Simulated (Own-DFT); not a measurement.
Simulation results for Al$_{35}$N$_{37}$ (wurtzite with substituted atoms, atoms displaced), AlSi$_{17}$C$_{18}$ (4H silicon carbide with substituted atoms, atoms displaced)

A calculation, not a measurement: plane-wave PBE density functional theory by an unreviewed code, no spin, of a simulated periodic cell, stress positive in tension, free energy of the whole cell less one offset for each atom, some atoms lie very close together, not probed for a lower state with spin; forces on such cells passed a denser k mesh, this cell's mesh not checked; offsets are fitted by least squares, one for each functional and potential file, so energies compare only between cells with the same atoms and settings and are not formation energies; the far tail of each file's local potential was reset to the Coulomb form; each entry is a single point on an unrelaxed cell, so the pressure reflects the starting lattice, mostly measured values (interpolated for alloys), from which strain is counted, and rises with the displacements; printed positions are rounded, which can move forces by about a meV/angstrom; the program, named Own-DFT, is a retired in-house code; no spin-orbit coupling; before rounding, a Quantum ESPRESSO 7.3.1 run of the same cell and cutoff gave forces within 1 meV/angstrom rms on each cell, which checks the program and not the settings. Program: Own-DFT development build.

Settings shared by all entries: functional PBE; potential files PseudoDojo norm-conserving, scalar-relativistic, standard set; wave cutoff 42 hartree; occupations Fermi-Dirac; smearing width 0.1 eV.

```yaml
- entry: 1
  formula: Al35N37
  kind: "wurtzite with substituted atoms, atoms displaced"
  structure:
    cell_angstrom: [[9.336, 0.0, 0.0], [-4.668, 8.0852, 0.0], [0.0, 0.0, 9.964]]
    atoms_fractional:
      - [Al, 0.12988, 0.22807, 0.9923]
      - [Al, 0.21602, 0.10138, 0.26588]
      - ["N", 0.13003, 0.22863, 0.19462]
      - ["N", 0.22894, 0.11838, 0.43583]
      - [Al, 0.11441, 0.21586, 0.49908]
      - [Al, 0.19959, 0.09693, 0.74941]
      - ["N", 0.09797, 0.2278, 0.70247]
      - ["N", 0.226, 0.10794, 0.93462]
      - [Al, 0.1068, 0.55637, 0.00115]
      - [Al, 0.23805, 0.44983, 0.24791]
      - ["N", 0.09471, 0.53911, 0.18595]
      - ["N", 0.2365, 0.43176, 0.44647]
      - [Al, 0.11582, 0.5621, 0.50787]
      - [Al, 0.21433, 0.45398, 0.75519]
      - ["N", 0.10835, 0.55239, 0.67839]
      - ["N", 0.21557, 0.43424, 0.92944]
      - [Al, 0.10868, 0.89282, 0.01675]
      - [Al, 0.22168, 0.77239, 0.25165]
      - ["N", 0.10902, 0.88548, 0.19041]
      - ["N", 0.24033, 0.79216, 0.43094]
      - [Al, 0.10186, 0.88901, 0.4913]
      - [Al, 0.23196, 0.78137, 0.76341]
      - ["N", 0.1003, 0.88023, 0.69069]
      - ["N", 0.22061, 0.76744, 0.95394]
      - [Al, 0.45732, 0.22837, 0.00377]
      - [Al, 0.5799, 0.11582, 0.26446]
      - ["N", 0.44423, 0.21205, 0.18877]
      - ["N", 0.55844, 0.11031, 0.44808]
      - [Al, 0.44351, 0.21626, 0.48118]
      - [Al, 0.57276, 0.13187, 0.73869]
      - ["N", 0.44269, 0.22163, 0.6931]
      - ["N", 0.57687, 0.12216, 0.94955]
      - [Al, 0.44422, 0.55582, 0.01222]
      - [Al, 0.54284, 0.44062, 0.24647]
      - ["N", 0.45669, 0.55602, 0.18837]
      - ["N", 0.56565, 0.47128, 0.45004]
      - [Al, 0.4456, 0.54017, 0.50193]
      - [Al, 0.54797, 0.44076, 0.7578]
      - ["N", 0.44917, 0.56731, 0.68689]
      - ["N", 0.55827, 0.45257, 0.92816]
      - [Al, 0.43896, 0.88378, 0.00661]
      - [Al, 0.55338, 0.77476, 0.25233]
      - ["N", 0.45359, 0.89607, 0.19546]
      - ["N", 0.5599, 0.7692, 0.43129]
      - [Al, 0.44555, 0.88819, 0.49846]
      - ["N", 0.56666, 0.78139, 0.74171]
      - ["N", 0.44583, 0.87711, 0.68629]
      - ["N", 0.56766, 0.80119, 0.94345]
      - [Al, 0.79721, 0.23968, 0.00563]
      - [Al, 0.90768, 0.14047, 0.24698]
      - ["N", 0.77396, 0.21215, 0.17713]
      - ["N", 0.88445, 0.10439, 0.4402]
      - [Al, 0.77835, 0.22675, 0.50331]
      - [Al, 0.87518, 0.09594, 0.74862]
      - ["N", 0.77688, 0.22137, 0.6953]
      - ["N", 0.9004, 0.10691, 0.95062]
      - [Al, 0.7914, 0.59355, 0.98176]
      - [Al, 0.90127, 0.45439, 0.2497]
      - ["N", 0.78726, 0.55923, 0.19456]
      - ["N", 0.89757, 0.46513, 0.43695]
      - [Al, 0.75479, 0.5266, 0.49447]
      - [Al, 0.86547, 0.43535, 0.7457]
      - ["N", 0.79621, 0.57767, 0.68458]
      - ["N", 0.87646, 0.44239, 0.93908]
      - [Al, 0.78573, 0.89863, 0.00306]
      - [Al, 0.89312, 0.79351, 0.25416]
      - ["N", 0.76732, 0.90135, 0.19029]
      - ["N", 0.88121, 0.78532, 0.45001]
      - [Al, 0.7832, 0.88802, 0.51232]
      - [Al, 0.90479, 0.78886, 0.74863]
      - ["N", 0.76995, 0.88927, 0.68522]
      - ["N", 0.88755, 0.7695, 0.95281]
  settings:
    k_mesh: "3 x 3 x 2 centred on Gamma"
  results:
    "free_energy_of_cell_above_offsets [eV]": "-6.319"
    "pressure [GPa]": 9.41
    "stress_xx [GPa]": -8.47
    "stress_yy [GPa]": -7.97
    "stress_zz [GPa]": -11.8
    "stress_yz [GPa]": 1.52
    "stress_xz [GPa]": 0.77
    "stress_xy [GPa]": -1.19
    force_element: [Al, Al, "N", "N", Al, Al, "N", "N", Al, Al, "N", "N", Al, Al, "N", "N", Al, Al, "N", "N", Al, Al, "N", "N", Al, Al, "N", "N", Al, Al, "N", "N", Al, Al, "N", "N", Al, Al, "N", "N", Al, Al, "N", "N", Al, "N", "N", "N", Al, Al, "N", "N", Al, Al, "N", "N", Al, Al, "N", "N", Al, Al, "N", "N", Al, Al, "N", "N", Al, Al, "N", "N"]
    "force_x [eV/angstrom]": [-1.305, 0.99, -0.614, -0.226, -2.133, 1.485, 1.761, 0.779, -0.274, -1.288, 4.976, -3.008, 0.959, 1.612, -1.208, 0.177, 0.832, 0.519, 0.269, -2.731, 1.431, -0.416, 4.025, -1.102, 0.641, -2.17, -0.394, 0.509, -0.115, -2.871, -0.797, -1.897, 0.201, 4.514, -2.724, 0.776, -4.34, -0.259, -0.054, -0.184, 1.346, 0.663, -1.327, -1.131, 2.514, -1.245, -0.346, 0.393, -0.456, 0.197, 0.909, 0.107, 1.987, 0.057, 1.847, -0.325, -0.481, -4.09, -1.883, 1.354, 4.154, 2.266, -1.537, 1.016, -0.937, -1.985, 3.009, 2.99, -3.092, -4.211, 1.076, 0.815]
    "force_y [eV/angstrom]": [-1.756, 0.856, -0.026, -1.805, 0.642, 2.272, -1.398, -0.443, -2.497, -0.757, 2.592, 0.926, 0.224, -0.243, 0.956, 2.839, 0.176, 0.554, 0.478, -1.645, -0.868, -0.869, 2.283, 2.031, -0.622, -1.176, 0.813, 0.91, 1.99, -4.008, -0.119, -1.001, 1.138, -0.413, 0.742, -7.241, 5.07, 1.367, -0.832, 0.288, 2.874, 1.406, -1.421, 0.496, -1.359, -0.742, 1.675, -2.93, -2.639, -3.168, 2.863, 1.997, 0.159, 2.379, 0.767, 2.313, -19.79, -2.078, 0.596, -2.795, 5.849, 2.39, -3.11, 2.664, -1.018, -1.879, 0.008, -1.295, -0.191, -2.333, -1.028, 17.92]
    "force_z [eV/angstrom]": [0.941, -5.435, -0.855, 3.268, 1.442, -0.01, -1.979, 1.292, -0.833, 1.23, 0.183, -1.753, -3.486, -2.695, 4.511, 3.76, -3.466, -1.587, 3.139, 1.672, 1.208, -1.475, -1.336, -1.083, -1.508, -2.824, 2.603, -0.262, 2.905, 3.326, -1.726, -1.774, -4.836, 0.794, 0.608, -4.786, 1.961, -3.965, 1.185, 4.939, -0.287, -0.482, 0.21, 2.498, 0.141, 0.548, 0.55, 0.651, -2.704, 0.085, 4.473, 0.219, -0.197, 2.186, -2.195, -1.783, 5.43, 0.229, -0.503, 0.401, 2.326, 1.04, 0.363, -0.909, 0.776, 0.187, 0.294, -2.04, -3.892, 1.22, 2.891, -5.021]
- entry: 2
  formula: AlSi17C18
  kind: "4H silicon carbide with substituted atoms, atoms displaced"
  structure:
    cell_angstrom: [[9.2481, 0.0, 0.0], [-4.6241, 8.0091, 0.0], [0.0, 0.0, 10.0681]]
    atoms_fractional:
      - [Si, 0.009, 0.99893, 0.40017]
      - [Si, 0.10678, 0.23095, 0.15224]
      - [C, 0.00573, 0.99539, 0.09071]
      - [C, 0.10666, 0.22558, 0.35205]
      - [Al, 0.99569, 0.32913, 0.39495]
      - [Si, 0.1147, 0.54203, 0.16897]
      - [C, 0.98545, 0.32605, 0.10615]
      - [C, 0.12644, 0.5617, 0.34505]
      - [Si, 0.00213, 0.66779, 0.40621]
      - [Si, 0.12115, 0.8915, 0.15527]
      - [C, 0.0028, 0.67998, 0.08946]
      - [C, 0.12442, 0.91256, 0.34352]
      - [Si, 0.33616, 0.00599, 0.41405]
      - [Si, 0.44696, 0.22262, 0.15161]
      - [C, 0.32957, 0.99602, 0.08991]
      - [C, 0.42795, 0.22632, 0.35806]
      - [Si, 0.3272, 0.33079, 0.41132]
      - [Si, 0.43928, 0.53393, 0.15625]
      - [C, 0.32009, 0.31659, 0.07655]
      - [C, 0.43665, 0.5526, 0.33339]
      - [Si, 0.31508, 0.65533, 0.40751]
      - [Si, 0.42849, 0.87814, 0.1678]
      - [C, 0.34466, 0.67614, 0.09333]
      - [C, 0.44617, 0.88588, 0.33737]
      - [Si, 0.65312, 0.98764, 0.39973]
      - [Si, 0.80097, 0.25, 0.15412]
      - [C, 0.67253, 0.99899, 0.09889]
      - [C, 0.78162, 0.22809, 0.34331]
      - [Si, 0.66694, 0.32926, 0.40287]
      - [Si, 0.76961, 0.56062, 0.15217]
      - [C, 0.67851, 0.33317, 0.08928]
      - [C, 0.75933, 0.53916, 0.33554]
      - [Si, 0.67652, 0.69473, 0.41107]
      - [Si, 0.77271, 0.89064, 0.15061]
      - [C, 0.68179, 0.66442, 0.07862]
      - [C, 0.78229, 0.88277, 0.34189]
      - [Si, 0.99851, 0.00321, 0.90481]
      - [Si, 0.88209, 0.76236, 0.64442]
      - [C, 0.98673, 0.99398, 0.59251]
      - [C, 0.90107, 0.79139, 0.8478]
      - [Si, 0.00554, 0.66537, 0.91389]
      - [Al, 0.88654, 0.44241, 0.65133]
      - [C, 0.99106, 0.65784, 0.59292]
      - [C, 0.88907, 0.44737, 0.8542]
      - [Si, 0.99007, 0.32106, 0.90527]
      - [Si, 0.88259, 0.11136, 0.64823]
      - [C, 0.01787, 0.34686, 0.58375]
      - [C, 0.90834, 0.1113, 0.84832]
      - [Si, 0.66387, 0.98389, 0.91471]
      - [Si, 0.56455, 0.77879, 0.65967]
      - [C, 0.67647, 0.99597, 0.59597]
      - [C, 0.55555, 0.78107, 0.84316]
      - [Si, 0.6573, 0.66337, 0.90372]
      - [Si, 0.56216, 0.44497, 0.66091]
      - [C, 0.65738, 0.67013, 0.57175]
      - [C, 0.53443, 0.42459, 0.83168]
      - [Si, 0.67009, 0.34101, 0.9008]
      - [Si, 0.54372, 0.1177, 0.65766]
      - [C, 0.67666, 0.3413, 0.59569]
      - [C, 0.55657, 0.11105, 0.84657]
      - [Si, 0.33789, 0.01326, 0.89869]
      - [Si, 0.21816, 0.77936, 0.65374]
      - [C, 0.35011, 0.01117, 0.59992]
      - [C, 0.22389, 0.78006, 0.84492]
      - [Si, 0.34527, 0.67808, 0.90104]
      - [Si, 0.21726, 0.45576, 0.65773]
      - [C, 0.32544, 0.66298, 0.59074]
      - [C, 0.21381, 0.44114, 0.83464]
      - [Si, 0.34055, 0.34124, 0.93435]
      - [Si, 0.23568, 0.1309, 0.6648]
      - [C, 0.32654, 0.32967, 0.59957]
      - [C, 0.22188, 0.113, 0.84571]
  settings:
    k_mesh: "4 x 4 x 3 centred on Gamma"
  results:
    "free_energy_of_cell_above_offsets [eV]": "11.786"
    "pressure [GPa]": 12.24
    "stress_xx [GPa]": -12.51
    "stress_yy [GPa]": -8.38
    "stress_zz [GPa]": -15.82
    "stress_yz [GPa]": 1.29
    "stress_xz [GPa]": -0.85
    "stress_xy [GPa]": -1.25
    force_element: [Si, Si, C, C, Al, Si, C, C, Si, Si, C, C, Si, Si, C, C, Si, Si, C, C, Si, Si, C, C, Si, Si, C, C, Si, Si, C, C, Si, Si, C, C, Si, Si, C, C, Si, Al, C, C, Si, Si, C, C, Si, Si, C, C, Si, Si, C, C, Si, Si, C, C, Si, Si, C, C, Si, Si, C, C, Si, Si, C, C]
    "force_x [eV/angstrom]": [-3.49, 1.268, -1.764, 3.883, -0.513, -1.012, 8.635, -5.845, -0.688, -1.775, 1.029, 2.309, 0.505, 0.617, 1.553, 4.543, -2.148, -0.473, -0.029, 0.541, 5.603, 1.622, 0.027, -2.346, 2.799, -7.903, -2.517, -3.381, -1.185, 4.316, -3.514, 0.773, 0.119, 3.101, -4.876, -0.751, 3.699, -1.019, 2.404, -1.096, -0.678, 2.813, 1.372, 0.658, 0.041, 3.029, -1.176, -5.712, -0.259, -2.084, -4.179, 1.55, 2.45, -1.543, 1.317, 1.266, 0.311, 6.396, -4.003, 0.998, 0.309, 0.061, -5.089, 0.24, -2.83, 1.731, 1.177, 1.024, -1.224, -1.487, 0.538, -0.04]
    "force_y [eV/angstrom]": [2.113, -3.511, 1.391, -2.114, 2.005, 3.376, 4.543, -0.836, -0.449, 0.285, -2.369, -4.217, 0.138, -1.215, 1.32, -1.191, 1.87, 3.147, -0.112, 0.166, 2.854, 2.338, -3.638, -0.474, 2.864, -7.446, 1.068, -3.037, -0.016, -1.553, 1.201, 3.512, -6.932, -1.092, 0.703, 4.298, -1.112, 2.834, 0.202, -3.819, 0.869, -0.498, 3.554, -0.479, 2.722, 2.48, -3.046, 0.217, 4.054, 0.23, -0.325, -1.381, 0.055, -0.304, -1.821, 2.754, -1.404, 2.08, -2.812, 0.328, -2.258, -0.071, -3.227, 0.635, -2.342, -2.037, 2.408, 1.084, 0.575, -3.804, 3.581, 1.089]
    "force_z [eV/angstrom]": [1.995, 2.084, 0.822, -3.139, 2.411, -2.789, -4.869, -1.524, -0.988, 0.237, 3.12, -0.567, -0.721, 1.474, 0.205, -3.04, 0.797, -1.094, 19.05, 2.566, 0.752, -4.125, -0.783, 4.161, 1.035, 4.005, -0.484, -1.375, 1.173, 0.841, -0.262, 1.032, -5.897, 0.909, 1.434, -2.355, 1.253, 2.038, -0.601, -2.005, -2.042, 2.205, -1.872, -0.405, -0.093, 1.156, 1.77, -1.964, -0.407, -1.644, -1.438, -0.73, -1.83, -4.283, 8.535, 4.438, 0.401, 1.622, -1.613, -0.267, 1.359, 0.886, -1.934, -0.68, 1.066, -0.624, 0.525, 4.382, -22.3, -0.343, -1.373, 0.722]
```
